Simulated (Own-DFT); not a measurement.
# Strain and stress in wurtzite AlGaN with randomly placed atoms, 96 atoms (Al12Ga36N48)

These are calculations, not measurements. The program, named Own-DFT, is a retired in-house plane-wave density functional code that no person has reviewed. Each row is one single-point run on a periodic cell that was not relaxed, without spin or spin-orbit coupling.

Settings of every run: PBE; PseudoDojo norm-conserving scalar-relativistic files (stringent for Ga); cutoff 96 hartree; 3 x 4 x 3 k mesh centred on Gamma; Gaussian smearing of 0.01 eV.

Known limits: k mesh not checked against a denser one; stress not checked against mesh or cutoff.

Unstrained cell vectors in Å: (12.679, 0.000, 0.000); (-4.755, 8.235, 0.000); (0.000, 0.000, 10.268). The unstrained cell has measured lattice constants (interpolated for alloys), not those of this functional. That, the random moves and any unrelaxed bonds set the pressure at no strain. Each run strains this cell uniformly, with the atoms carried along. Every atom was also moved at random, by a Gaussian of width 0.05 Å on each axis. The random placing of the alloy's atoms differs from row to row. Strain is the symmetric tensor, in per cent. Stress is positive in tension, and the pressure is minus a third of its trace.

```
run,e_xx (%),e_yy (%),e_zz (%),s_xx (GPa),s_yy (GPa),s_zz (GPa),P (GPa),E (meV/atom)
1,2.00,2.00,0.00,3.02,2.89,-4.58,-0.44,0.0
2,3.00,3.00,0.00,7.12,6.81,-2.70,-3.74,9.2
3,2.50,2.50,0.00,4.58,3.97,-3.84,-1.57,14.4
4,-2.00,-2.00,0.00,-20.22,-18.13,-10.87,16.40,49.0
5,-2.50,-2.50,0.00,-24.13,-22.15,-10.70,18.99,65.2
6,0.50,0.50,0.00,-4.98,-4.13,-6.89,5.33,13.1
7,-2.75,-2.75,0.00,-23.98,-26.05,-11.37,20.47,75.1
8,1.00,1.00,0.00,-2.89,-2.11,-3.89,2.96,2.8
9,0.75,0.75,0.00,?,?,?,?,?
```

E is the free energy for each atom above the lowest run shown.

## Worked fit

The change of volume is close to e_xx + e_yy + e_zz. A straight line through the runs shown gives P = 8.32 - 211 x (fractional change of volume) GPa, with an error of 7 on the slope and a scatter of 0.81 GPa. The strain isn't the same on all axes and the cell isn't cubic, so the slope belongs to this path and is not the bulk modulus.

## Withheld run

Question: what pressure should run 9 give? Its volume changes by 1.51 %.

The line gives 5.2 GPa. The calculation gave 4.41 GPa.
